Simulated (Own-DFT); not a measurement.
## Calculated data, GaN (wurtzite, atoms displaced)

Computed with Own-DFT development build. A calculation, not a measurement: plane-wave PBE density functional theory by an unreviewed code, no spin, of a simulated periodic cell, stress positive in tension, free energy of the whole cell less one offset for each atom, forces on such cells passed a denser k mesh, this cell's mesh not checked; offsets are fitted by least squares, one for each functional and potential file, so energies compare only between cells with the same atoms and settings and are not formation energies; the far tail of each file's local potential was reset to the Coulomb form; each entry is a single point on an unrelaxed cell, so the pressure reflects the starting lattice, mostly measured values (interpolated for alloys), from which strain is counted, and rises with the displacements; printed positions are rounded, which can move forces by about a meV/angstrom; the program, named Own-DFT, is a retired in-house code; no spin-orbit coupling.

Common to all runs: functional PBE; potential files PseudoDojo norm-conserving, scalar-relativistic, standard set with the stringent files for Ga; wave cutoff 96 hartree; occupations Gaussian; smearing width 0.01 eV; k mesh 3 x 4 x 3 centred on Gamma.

(1) GaN (wurtzite, atoms displaced)

```
cell vectors (Å)
  12.7560     0.0000     0.0000
  -4.7835     8.2853     0.0000
   0.0000     0.0000    10.3700
atoms (fractions of the cell vectors)
Ga  0.09535  0.22659  0.00844
Ga  0.17087  0.10683  0.24675
N   0.08364  0.21977  0.19055
N   0.16941  0.11347  0.44594
Ga  0.08700  0.23091  0.49814
Ga  0.16032  0.10928  0.74878
N   0.08755  0.21920  0.69004
N   0.17040  0.11642  0.94514
Ga  0.09500  0.55189  0.00385
Ga  0.17243  0.45295  0.25401
N   0.08191  0.55399  0.19365
N   0.17093  0.45158  0.43759
Ga  0.08627  0.56177  0.49794
Ga  0.17296  0.45333  0.75019
N   0.08881  0.55635  0.68094
N   0.17047  0.44575  0.93733
Ga  0.08045  0.88738  0.99601
Ga  0.16302  0.76894  0.24967
N   0.08429  0.87946  0.18705
N   0.17107  0.78088  0.43859
Ga  0.08097  0.88224  0.50075
Ga  0.16853  0.77942  0.76069
N   0.08305  0.89216  0.69080
N   0.16550  0.78620  0.92850
Ga  0.33032  0.22496  0.00081
Ga  0.42373  0.11570  0.25187
N   0.33907  0.23040  0.19113
N   0.41579  0.11085  0.43338
Ga  0.33043  0.22138  0.51078
Ga  0.41678  0.10908  0.74447
N   0.32527  0.21672  0.69447
N   0.41338  0.09737  0.93473
Ga  0.33092  0.55886  0.00162
Ga  0.41330  0.44642  0.24731
N   0.33030  0.54953  0.19122
N   0.41498  0.43781  0.43942
Ga  0.33056  0.55646  0.50068
Ga  0.41126  0.44152  0.74630
N   0.32897  0.54863  0.68396
N   0.42002  0.44275  0.94299
Ga  0.33666  0.89691  0.99036
Ga  0.41800  0.78341  0.25864
N   0.33129  0.88278  0.18753
N   0.41939  0.77495  0.44251
Ga  0.33262  0.88764  0.50220
Ga  0.41460  0.76999  0.75161
N   0.33028  0.88194  0.69067
N   0.41726  0.77421  0.94759
Ga  0.58578  0.22838  0.00908
Ga  0.66352  0.10342  0.24360
N   0.59139  0.23106  0.19173
N   0.66315  0.10496  0.43978
Ga  0.58464  0.22383  0.50831
Ga  0.66708  0.11257  0.74660
N   0.59227  0.22659  0.69280
N   0.66852  0.11090  0.93613
Ga  0.58632  0.56474  0.99868
Ga  0.66628  0.44614  0.24095
N   0.58430  0.55591  0.18816
N   0.67185  0.44374  0.44095
Ga  0.58561  0.55481  0.49408
Ga  0.66285  0.44312  0.74293
N   0.58580  0.54867  0.69125
N   0.67277  0.44943  0.94230
Ga  0.58743  0.89601  0.99386
Ga  0.66719  0.79546  0.25587
N   0.57905  0.88134  0.19461
N   0.66270  0.76953  0.42421
Ga  0.58030  0.88232  0.49926
Ga  0.67183  0.78622  0.74706
N   0.58014  0.88557  0.69815
N   0.66817  0.77634  0.93918
Ga  0.82629  0.21193  0.00294
Ga  0.91973  0.11421  0.25741
N   0.84211  0.22050  0.18942
N   0.91890  0.12520  0.43867
Ga  0.83219  0.21759  0.50342
Ga  0.92174  0.11455  0.75593
N   0.84290  0.23147  0.69332
N   0.92316  0.12708  0.94229
Ga  0.83760  0.55932  0.00549
Ga  0.91314  0.43898  0.24158
N   0.83010  0.55980  0.18634
N   0.92035  0.44341  0.43730
Ga  0.82671  0.54521  0.49654
Ga  0.91513  0.44253  0.74617
N   0.83460  0.56105  0.69886
N   0.90812  0.43301  0.94327
Ga  0.83045  0.89401  0.99946
Ga  0.92121  0.77792  0.25090
N   0.83074  0.89037  0.18815
N   0.90873  0.77552  0.43688
Ga  0.84137  0.89563  0.50095
Ga  0.92020  0.78628  0.75313
N   0.83440  0.89299  0.68669
N   0.91547  0.78591  0.93456
```

It finds free energy of cell above offsets -4.746 eV; pressure 7.03 GPa; stress xx -7.29 GPa; stress yy -6.73 GPa; stress zz -7.07 GPa; stress yz 0.51 GPa; stress xz -0.35 GPa; stress xy 0.33 GPa.

Force:
```csv
element,x (eV/Å),y (eV/Å),z (eV/Å)
Ga,-2.142,-0.213,-0.504
Ga,-0.286,0.264,0.987
N,0.656,0.559,0.886
N,-0.77,-0.833,-1.19
Ga,0.249,-0.546,0.445
Ga,1.177,-0.426,1.117
N,-1.748,1.547,-0.515
N,-0.285,-1.171,-1.172
Ga,-3.241,0.503,-0.219
Ga,-0.601,-1.486,-0.217
N,0.521,-0.498,-1.025
N,-0.492,-0.371,0.236
Ga,-0.223,-0.604,-0.081
Ga,-1.243,-1.649,-0.182
N,-0.751,0.344,1.529
N,0.482,-0.343,-0.22
Ga,-0.201,0.335,0.512
Ga,0.745,1.239,0.263
N,-0.49,0.91,-0.225
N,-0.696,-0.157,-0.294
Ga,-0.387,0.68,0.123
Ga,-0.731,-0.646,-4.353
N,0.624,-0.72,-0.337
N,0.908,-1.222,4.231
Ga,1.947,-0.124,0.263
Ga,-0.97,-0.538,-0.726
N,0.174,-1.554,-0.625
N,0.367,0.079,2.084
Ga,0.601,0.014,-1.486
Ga,0.014,0.058,0.849
N,1.439,0.253,0.019
N,0.048,4.13,-0.358
Ga,1.763,-0.549,0.65
Ga,1.606,0.245,0.817
N,-0.218,1.672,-0.479
N,-0.285,0.756,0.272
Ga,1.383,-0.506,-0.576
Ga,1.345,0.126,1.045
N,0.894,1.103,0.611
N,-1.137,0.626,-1.076
Ga,-0.079,-2.902,2.091
Ga,-0.463,-1.063,-1.176
N,-0.046,0.893,-0.186
N,-1.204,0.146,0.137
Ga,0.402,0.464,-0.185
Ga,-0.267,0.237,0.548
N,0.6,0.613,-0.282
N,-0.272,0.646,-1.512
Ga,-0.209,-0.091,-2.082
Ga,0.795,1.097,1.264
N,-0.104,-1.782,-0.102
N,0.197,0.301,0.009
Ga,-0.068,-0.468,-1.645
Ga,1.354,-0.073,0.735
N,-1.697,-0.943,-0.572
N,-1.134,0.079,0.264
Ga,0.673,-1.559,0.655
Ga,-0.341,1.173,1.515
N,-0.906,0.697,0.144
N,-1.86,-1.1,-1.084
Ga,-0.302,-0.443,0.377
Ga,2.027,0.608,2.426
N,-2.515,1.607,-1.22
N,-0.976,-0.514,-0.487
Ga,-0.147,-1.363,0.875
Ga,2.332,-2.245,-2.871
N,-1.222,1.499,-1.96
N,0.346,1.018,4.735
Ga,1.017,0.459,0.621
Ga,0.048,-1.515,0.57
N,0.249,0.303,-1.446
N,-0.751,1.341,-0.873
Ga,0.958,1.458,-0.062
Ga,0.606,-0.778,-1.227
N,-2.246,-0.471,-0.142
N,1.418,-1.55,0.659
Ga,-0.962,1.065,0.056
Ga,-0.106,0.44,-0.112
N,-0.866,-2.229,-0.968
N,0.989,-1.455,-0.198
Ga,-0.126,0.006,-1.783
Ga,-0.337,0.505,1.048
N,1.393,-0.229,0.921
N,-0.802,0.041,-0.288
Ga,2,1.527,1.322
Ga,0.272,1.722,1.423
N,0.115,-0.265,-1.648
N,1.385,1.516,-0.26
Ga,0.979,0.656,0.531
Ga,-1.472,0.25,-0.31
N,0.71,0.365,0.335
N,1.792,-0.191,0.21
Ga,-1.428,0.08,-0.507
Ga,-0.246,-1.044,-0.689
N,0.114,0.427,0.069
N,0.334,-0.252,1.259
```

(2) GaN (wurtzite, atoms displaced)

```
cell vectors (Å)
  12.7560     0.0000     0.0000
  -4.7835     8.2853     0.0000
   0.0000     0.0000    10.3700
atoms (fractions of the cell vectors)
Ga  0.08685  0.21909  0.99014
Ga  0.17673  0.11491  0.24793
N   0.07806  0.21390  0.18866
N   0.16160  0.10627  0.43655
Ga  0.08381  0.22831  0.50013
Ga  0.15325  0.10237  0.75606
N   0.08320  0.21934  0.69349
N   0.16357  0.10516  0.93558
Ga  0.08177  0.55317  0.00065
Ga  0.17032  0.44736  0.24681
N   0.08067  0.56241  0.18556
N   0.16192  0.43771  0.44093
Ga  0.08502  0.55783  0.50113
Ga  0.15965  0.44626  0.74410
N   0.08452  0.55626  0.69535
N   0.16988  0.44216  0.94379
Ga  0.08070  0.89451  0.99413
Ga  0.16065  0.75991  0.24761
N   0.07335  0.88335  0.18515
N   0.15483  0.77105  0.43678
Ga  0.07972  0.88844  0.50017
Ga  0.16867  0.77349  0.75373
N   0.07716  0.88915  0.68071
N   0.16637  0.77252  0.93973
Ga  0.33175  0.22454  0.00631
Ga  0.41362  0.11012  0.24433
N   0.33611  0.23189  0.19175
N   0.41390  0.10705  0.43851
Ga  0.33537  0.22583  0.50266
Ga  0.41322  0.10641  0.75113
N   0.34259  0.22399  0.68434
N   0.41333  0.10682  0.94113
Ga  0.33113  0.56111  0.99131
Ga  0.41933  0.44727  0.24350
N   0.33194  0.56200  0.19085
N   0.41735  0.44228  0.43567
Ga  0.33185  0.55331  0.48954
Ga  0.41245  0.44397  0.75308
N   0.32337  0.54547  0.68356
N   0.41834  0.43744  0.94400
Ga  0.34528  0.88562  0.99986
Ga  0.41918  0.77751  0.24922
N   0.33816  0.89607  0.18755
N   0.41560  0.77874  0.43880
Ga  0.32997  0.88959  0.50290
Ga  0.41701  0.78299  0.74448
N   0.33578  0.89906  0.68240
N   0.41176  0.77203  0.93881
Ga  0.58760  0.22892  0.00296
Ga  0.66168  0.10867  0.24860
N   0.58238  0.23263  0.19185
N   0.66362  0.10358  0.42967
Ga  0.57968  0.21909  0.49682
Ga  0.67332  0.10440  0.75186
N   0.58582  0.22215  0.68973
N   0.66282  0.10803  0.94382
Ga  0.57716  0.56285  0.99468
Ga  0.66446  0.44917  0.24985
N   0.58913  0.56291  0.18230
N   0.66597  0.43821  0.43542
Ga  0.58488  0.56454  0.50131
Ga  0.66539  0.44282  0.74933
N   0.57919  0.54847  0.68852
N   0.66738  0.45080  0.93806
Ga  0.57441  0.88000  0.00074
Ga  0.67000  0.79003  0.24932
N   0.58071  0.88995  0.18555
N   0.67230  0.78811  0.43690
Ga  0.58092  0.89221  0.50398
Ga  0.66432  0.77631  0.74058
N   0.57862  0.88542  0.69350
N   0.66975  0.77082  0.93956
Ga  0.83334  0.23660  0.99672
Ga  0.91211  0.10980  0.24619
N   0.82512  0.21513  0.18370
N   0.92248  0.11287  0.43534
Ga  0.83258  0.22210  0.49335
Ga  0.91874  0.12379  0.74631
N   0.84321  0.23341  0.69652
N   0.91343  0.11324  0.93869
Ga  0.83779  0.56702  0.99698
Ga  0.91861  0.44307  0.25353
N   0.83161  0.55568  0.20175
N   0.91381  0.45011  0.44067
Ga  0.84274  0.56145  0.50230
Ga  0.91570  0.45280  0.74782
N   0.82828  0.55714  0.68918
N   0.91326  0.43967  0.93616
Ga  0.82845  0.88808  0.99699
Ga  0.92092  0.78154  0.25004
N   0.83819  0.88780  0.19000
N   0.91818  0.78680  0.44191
Ga  0.83460  0.87999  0.49425
Ga  0.92275  0.77599  0.74722
N   0.83178  0.89216  0.68733
N   0.91815  0.77939  0.93320
```

Results for GaN (wurtzite, atoms displaced): free energy of cell above offsets -4.713 eV; pressure 6.93 GPa; stress xx -6.19 GPa; stress yy -8.92 GPa; stress zz -5.69 GPa; stress yz 0.43 GPa; stress xz 0.3 GPa; stress xy -0.52 GPa.

Force:
```csv
element,x (eV/Å),y (eV/Å),z (eV/Å)
Ga,-1.917,-0.026,1.852
Ga,-2.605,-1.335,0.696
N,0.941,1.393,-0.714
N,0.832,1.052,0.3
Ga,0.739,-2.005,0.17
Ga,2.21,0.547,-1.781
N,-0.558,1.032,-0.916
N,0.937,1.104,0.474
Ga,-0.028,-0.197,-0.557
Ga,-1.112,-1.573,0.019
N,0.975,-3.364,-0.333
N,-0.079,1.892,-0.941
Ga,-0.357,-0.619,0.186
Ga,2.026,-1.209,1.433
N,-1.542,0.552,-1.505
N,-1.292,0.031,-1.28
Ga,1.077,-1.771,1.47
Ga,-0.475,4.457,0.562
N,3.076,1.386,-0.517
N,1.511,0.514,0.016
Ga,0.345,0.822,-0.837
Ga,-0.568,1.293,-0.171
N,2.071,-0.054,1.428
N,0.119,0.803,-0.016
Ga,0.702,-1.211,-0.898
Ga,0.551,0.71,1.171
N,0.472,-0.877,-0.866
N,-0.311,0.107,-0.685
Ga,-0.352,-0.831,-0.651
Ga,0.81,1.734,0.564
N,-2.043,-0.084,1.266
N,0.23,0.375,0.063
Ga,1.129,-1.842,1.531
Ga,0.29,1.407,0.841
N,0.893,-0.463,-1.017
N,-0.205,0.767,-0.388
Ga,0.269,-0.106,0.906
Ga,0.291,-0.693,-0.591
N,0.697,1.468,0.305
N,-2.229,0.767,-1.039
Ga,-3.69,1.418,0.819
Ga,-0.812,0.722,0.651
N,-0.402,-1.741,-0.002
N,-0.15,-0.128,0.099
Ga,-0.322,-0.201,-1.758
Ga,-0.953,-1.412,0.093
N,-0.035,-2.095,1.287
N,1.71,0.172,-1.885
Ga,-0.781,0.05,-0.386
Ga,-0.409,0.773,-0.888
N,0.385,-1.351,-0.563
N,-0.006,0.757,1.68
Ga,0.344,0.311,0.507
Ga,-1.412,1.515,0.452
N,0.458,-0.894,-0.206
N,0.269,-0.355,-0.669
Ga,2.388,-1.192,1.034
Ga,0.472,0.309,0.349
N,-1.361,0.321,0.597
N,-0.307,1.336,1.03
Ga,0.71,-1.142,-0.683
Ga,-0.375,-0.475,0.373
N,-0.47,0.978,-0.018
N,0.216,-0.151,0.117
Ga,1.865,1.051,-0.434
Ga,0.701,-1.03,-0.338
N,0.216,-0.182,0.083
N,-1.117,-0.783,0.279
Ga,0.53,-0.392,-0.616
Ga,1.146,-0.415,1.165
N,0.67,0.398,-0.833
N,-2.304,1.508,-1.415
Ga,0.511,-3.068,0.758
Ga,0.745,0.082,0.012
N,0.516,1.146,0.696
N,-1.478,-0.124,0.34
Ga,0.317,-0.325,0.568
Ga,0.989,-2.295,1.044
N,-1.98,-0.306,-2.06
N,0.363,0.173,-0.244
Ga,-0.492,-1.325,1.282
Ga,-1.349,-0.377,-0.555
N,0.805,0.151,-1.794
N,2.193,-1.183,-0.088
Ga,-2.798,0.126,-0.406
Ga,-0.04,-0.223,0.48
N,1.094,0.145,-0.352
N,0.032,2.707,-0.283
Ga,1.179,0.852,0.485
Ga,-1.155,-1.015,0.787
N,-1.438,0.16,-0.653
N,1.523,-2.094,-1.069
Ga,-1.713,2.41,1.541
Ga,-2.586,0.197,0.175
N,0.427,0.013,-0.172
N,-0.362,0.544,0.036
```

(3) GaN (wurtzite, atoms displaced)

```
cell vectors (Å)
  12.7560     0.0000     0.0000
  -4.7835     8.2853     0.0000
   0.0000     0.0000    10.3700
atoms (fractions of the cell vectors)
Ga  0.08440  0.23188  0.00409
Ga  0.16786  0.11223  0.24813
N   0.08481  0.22592  0.19004
N   0.16273  0.10968  0.43593
Ga  0.07843  0.21129  0.49275
Ga  0.16167  0.11514  0.74895
N   0.08177  0.21653  0.69804
N   0.16178  0.09698  0.92866
Ga  0.08423  0.55877  0.00692
Ga  0.17707  0.44336  0.25454
N   0.08843  0.56198  0.18920
N   0.16022  0.44641  0.43435
Ga  0.07864  0.54687  0.50124
Ga  0.16461  0.43914  0.74347
N   0.08187  0.55856  0.67896
N   0.15547  0.43465  0.93894
Ga  0.08228  0.89668  0.99204
Ga  0.16091  0.77377  0.25154
N   0.08517  0.88877  0.19311
N   0.16293  0.77012  0.44185
Ga  0.07938  0.87816  0.49485
Ga  0.16077  0.76457  0.74224
N   0.08087  0.89073  0.68638
N   0.15931  0.77752  0.94123
Ga  0.33436  0.22367  0.99091
Ga  0.40675  0.10688  0.24533
N   0.33159  0.22362  0.18804
N   0.41818  0.11112  0.43585
Ga  0.32942  0.21516  0.49557
Ga  0.41257  0.11529  0.75318
N   0.33581  0.22563  0.68945
N   0.40803  0.09753  0.93719
Ga  0.32848  0.54872  0.00268
Ga  0.41929  0.45417  0.25500
N   0.33499  0.55877  0.19120
N   0.41145  0.44006  0.43532
Ga  0.33319  0.55619  0.49500
Ga  0.41708  0.44383  0.74540
N   0.33984  0.55819  0.68597
N   0.41509  0.45076  0.94270
Ga  0.33575  0.89426  0.00027
Ga  0.41484  0.77096  0.25327
N   0.32998  0.88208  0.18514
N   0.41511  0.77295  0.43610
Ga  0.33113  0.88892  0.49729
Ga  0.42116  0.77775  0.73749
N   0.33514  0.89763  0.68823
N   0.41237  0.77076  0.93886
Ga  0.57737  0.21197  0.99743
Ga  0.65654  0.11069  0.24833
N   0.58938  0.21252  0.18376
N   0.66474  0.11662  0.43076
Ga  0.57842  0.21547  0.49934
Ga  0.66087  0.09758  0.75535
N   0.59386  0.22884  0.69063
N   0.66871  0.11780  0.94034
Ga  0.57996  0.55700  0.99449
Ga  0.67799  0.45917  0.24843
N   0.57556  0.54538  0.19120
N   0.67318  0.45093  0.43667
Ga  0.59212  0.55384  0.50166
Ga  0.66152  0.44563  0.74873
N   0.57897  0.54863  0.69400
N   0.65629  0.43548  0.93733
Ga  0.58578  0.88608  0.99182
Ga  0.66911  0.78889  0.24580
N   0.58568  0.88063  0.18374
N   0.66639  0.76824  0.44246
Ga  0.59011  0.89577  0.50276
Ga  0.66036  0.77335  0.75443
N   0.57981  0.89596  0.69169
N   0.66507  0.77545  0.94148
Ga  0.82873  0.22047  0.00012
Ga  0.90728  0.10124  0.24896
N   0.83102  0.21462  0.18818
N   0.92273  0.11441  0.44250
Ga  0.83231  0.21723  0.50075
Ga  0.92286  0.12321  0.75581
N   0.83592  0.22087  0.69413
N   0.91773  0.11966  0.93560
Ga  0.82936  0.55438  0.99825
Ga  0.91139  0.44213  0.25488
N   0.83565  0.55880  0.19223
N   0.92265  0.45327  0.43849
Ga  0.83322  0.56218  0.50529
Ga  0.91555  0.44048  0.75377
N   0.83138  0.55048  0.68693
N   0.91655  0.44761  0.93255
Ga  0.82868  0.88647  0.99728
Ga  0.92198  0.78152  0.25461
N   0.82991  0.88184  0.19032
N   0.92264  0.78896  0.43701
Ga  0.83661  0.88644  0.49707
Ga  0.91705  0.78352  0.73823
N   0.83602  0.90010  0.68200
N   0.90873  0.77125  0.93770
```

It finds free energy of cell above offsets -4.149 eV; pressure 7.39 GPa; stress xx -7.95 GPa; stress yy -7.4 GPa; stress zz -6.83 GPa; stress yz 0.22 GPa; stress xz -0.36 GPa; stress xy 1.09 GPa.

Force:
```csv
element,x (eV/Å),y (eV/Å),z (eV/Å)
Ga,0.238,-2.442,0.056
Ga,-0.381,-0.169,-0.175
N,-0.228,-0.821,0.047
N,1.067,-0.626,0.222
Ga,1.049,2.088,1.417
Ga,2.276,-1.393,-0.436
N,-0.632,1.653,-2.539
N,-0.282,3.612,1.166
Ga,-0.625,0.121,-0.752
Ga,-2.47,0.096,-0.712
N,-0.309,-1.801,0.634
N,1.899,-1.017,1.228
Ga,0.286,0.958,-1.039
Ga,0.075,1.077,0.692
N,0.615,-2.022,1.625
N,1.104,2.343,-1.009
Ga,-0.129,-2.849,1.445
Ga,1.038,0.28,-0.003
N,-0.705,0.561,-1.057
N,0.381,0.58,-0.526
Ga,0.966,1.63,1.138
Ga,-0.107,2.661,1.608
N,0.856,-0.085,-0.543
N,1.246,-0.203,-1.026
Ga,-0.672,-0.392,1.086
Ga,1.629,0.113,-0.067
N,0.007,0.507,-0.794
N,-0.754,-0.312,-0.319
Ga,-0.135,0.659,0.434
Ga,1.429,-0.446,-0.772
N,-0.999,-0.303,-0.593
N,0.387,2.687,-0.202
Ga,-0.987,0.884,-0.301
Ga,0.196,-1.455,-0.775
N,0.355,-0.601,-0.676
N,0.926,0.158,1.357
Ga,-0.292,-0.817,0.541
Ga,-0.824,-0.22,0.931
N,-1.238,-0.599,-0.417
N,0.317,-1.239,-1.373
Ga,-0.58,-3.046,-0.046
Ga,-0.012,1.605,-1.075
N,0.145,0.479,0.984
N,0.343,1.241,0.915
Ga,0.187,-0.286,0.365
Ga,-2.777,-0.337,2.032
N,0.18,-1.184,-0.434
N,0.393,0.598,-0.742
Ga,-0.425,0.832,0.412
Ga,3.749,-2.123,0.178
N,-4.564,2.624,-0.81
N,1.088,-0.853,1.424
Ga,0.496,1.375,0.629
Ga,0.386,3.598,0.1
N,-1.413,-1.254,-0.474
N,-0.124,-1.795,-0.561
Ga,0.522,-1.062,1.708
Ga,-1.928,-1.87,0.018
N,1.523,1.661,-0.933
N,-0.065,-1.214,0.038
Ga,-1.988,-0.564,-0.053
Ga,1.948,-0.504,0.694
N,0,1.616,-1.108
N,0.434,0.568,0.248
Ga,-1.887,0.34,1.293
Ga,0.705,-2.677,1.265
N,-2.232,1.247,-0.135
N,-0.479,1.787,-0.533
Ga,-0.336,-0.786,-0.942
Ga,1.172,0.74,-1.1
N,2.163,-1.654,-1.279
N,0.174,0.099,-1.087
Ga,0.894,1.118,0.25
Ga,1.171,1.178,0.239
N,-0.819,0.744,0.244
N,-2.406,-1.377,-1.334
Ga,-0.217,1.034,0.261
Ga,-0.585,-1.529,-0.741
N,-1.059,-0.22,-1.081
N,0.067,-1.27,1.618
Ga,0.154,-0.429,-0.084
Ga,1.575,-0.203,-0.792
N,0.667,0.494,-1.04
N,-1.846,-1.474,0.276
Ga,1.144,-0.519,-0.771
Ga,-0.384,0.438,-1.114
N,-0.382,0.88,0.647
N,-0.158,-0.331,1.928
Ga,1.214,0.854,0.193
Ga,-0.35,-0.114,-1.164
N,0.811,0.438,-0.566
N,-0.613,-1.807,0.103
Ga,-1.202,0.787,0.426
Ga,-0.42,-0.793,1.411
N,-0.68,-0.964,1.146
N,0.057,1.011,-0.567
```
